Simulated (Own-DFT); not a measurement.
# Which defects push the lattice out? D0_22 TiAl3

The numbers are computed, not measured, by runs of the plane-wave DFT program Own-DFT (in-house, retired, unreviewed) at fixed positions, with no spin and no spin-orbit coupling.

Settings: PBEsol; PseudoDojo norm-conserving scalar-relativistic files, made for PBE; cutoff 42 hartree; 4 x 4 x 4 k mesh centred on Gamma; cold (Marzari-Vanderbilt) smearing of 0.2 eV.

Caveats: forces on such cells failed a check on a denser k mesh; stress not checked against mesh or cutoff.

All runs share one cell, with vectors in Å (-2.365, -6.981, 4.326); (-7.667, 3.491, 1.442); (-2.950, -3.488, -7.241) and a volume of 625.4 Å³. Atoms were moved at random from their sites; u is the rms move along one axis. The defect's site can differ from row to row.

```
cell,formula,u (Å),P (GPa)
no defect,Al30Ti10,0.0204,0.08
no defect,Al30Ti10,0.0227,0.13
no defect,Al30Ti10,0.0581,1.02
two Ti on an Al site each,Al28Ti12,0.0298,1.21
two Ti on an Al site each,Al28Ti12,0.0446,1.56
two Ti on an Al site each,Al28Ti12,0.0565,1.90
two Al on a Ti site each,Al32Ti8,0.0289,1.19
two Al on a Ti site each,Al32Ti8,0.0294,1.22
two Al on a Ti site each,Al32Ti8,0.0479,1.64
two Al vacancies,Al28Ti10,0.0275,-0.68
two Al vacancies,Al28Ti10,0.0293,-0.72
two Al vacancies,Al28Ti10,0.0463,?
two Al vacancies,Al28Ti10,0.0515,-0.10
```

## Analysis

P = P0 + c u² + a shift for each defect gives P0 = -0.04 GPa, c = 312 ± 7 GPa/Å² and a scatter of 0.03 GPa. The shifts, and each times the cell's volume:

- two Al on a Ti site each: 0.97 ± 0.02 GPa, 3.8 eV (1.9 eV for each of its 2 sites)
- two Ti on an Al site each: 0.97 ± 0.02 GPa, 3.8 eV (1.9 eV for each of its 2 sites)
- two Al vacancies: -0.90 ± 0.02 GPa, -3.5 eV (-1.8 eV for each of its 2 sites)

A positive shift means that the defect pushes the cell outwards. Shift times volume (160.2 GPa Å³ is 1 eV) depends little on the cell's size, so, taken for each site, it can be compared between cells at like pressure. The atoms around the defects weren't relaxed, which would change these numbers.

## Withheld run

The question: what pressure belongs in the blank (two Al vacancies, u = 0.0463 Å)?

The fit gives -0.27 ± 0.03 GPa. The hidden result is -0.55 GPa. The miss is larger than the scatter suggests: chance, or a term that the fit lacks.
